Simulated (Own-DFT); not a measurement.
# Point defects and the pressure they add: zincblende GaAs

Calculated, not measured: single-point runs of Own-DFT, a retired in-house plane-wave DFT program that no person has reviewed, on unrelaxed cells, without spin or spin-orbit coupling.

All runs used: PBE; PseudoDojo norm-conserving scalar-relativistic files; cutoff 42 hartree; 3 x 3 x 3 k mesh centred on Gamma; Fermi-Dirac smearing of 0.1 eV.

Keep in mind (not all hold for every row): not probed for a lower state with spin; forces not confirmed at this smearing and k mesh; stress not checked against mesh or cutoff.

All runs share one cell, with vectors in Å (10.862, 0.000, 0.000); (0.000, 10.862, 0.000); (0.000, 0.000, 11.796) and a volume of 1391.7 Å³, strained against the parent crystal. The atoms are randomly displaced, by u rms on each axis. The defect's site can differ from row to row.

| cell | formula | u (Å) | P (GPa) |
|---|---|---|---|
| no defect | As32Ga32 | 0.0299 | 6.63 |
| no defect | As32Ga32 | 0.0302 | 6.72 |
| no defect | As32Ga32 | 0.0535 | 7.10 |
| one Al on a Ga site | AlAs32Ga31 | 0.0293 | 6.63 |
| one Al on a Ga site | AlAs32Ga31 | 0.0303 | ? |
| one Al on a Ga site | AlAs32Ga31 | 0.0485 | 7.05 |
| one Al on a Ga site | AlAs32Ga31 | 0.0519 | 7.09 |
| one In on a Ga site | As32Ga31In | 0.0289 | 7.39 |
| one In on a Ga site | As32Ga31In | 0.0300 | 7.45 |
| one In on a Ga site | As32Ga31In | 0.0318 | 7.41 |
| one As vacancy and one Ga vacancy | As31Ga31 | 0.0284 | 5.96 |
| one As vacancy and one Ga vacancy | As31Ga31 | 0.0469 | 6.13 |
| one As vacancy and one Ga vacancy | As31Ga31 | 0.0484 | 6.26 |
| one P on an As site | As31Ga32P | 0.0289 | 6.35 |
| one P on an As site | As31Ga32P | 0.0501 | 6.80 |
| one P on an As site | As31Ga32P | 0.0522 | 6.94 |

## Analysis

P = P0 + c u² + a shift for each defect gives P0 = 6.45 GPa, c = 238 ± 21 GPa/Å² and a scatter of 0.06 GPa. The shifts, and each times the cell's volume:

- one In on a Ga site: 0.75 ± 0.05 GPa, 6.5 eV
- one Al on a Ga site: 0.01 ± 0.05 GPa, 0.1 eV (not resolved)
- one P on an As site: -0.23 ± 0.05 GPa, -2.0 eV
- one As vacancy and one Ga vacancy: -0.75 ± 0.05 GPa, -6.5 eV

Against the defect-free cell, a freed cell would be larger where the shift is positive and smaller where it is negative (160.2 GPa Å³ is 1 eV). The atoms around the defects weren't relaxed, which would change these numbers.

## Withheld run

Asked: what pressure belongs in the blank (one Al on a Ga site, u = 0.0303 Å)?

The fit gives 6.67 ± 0.07 GPa. Computed: 6.65 GPa.
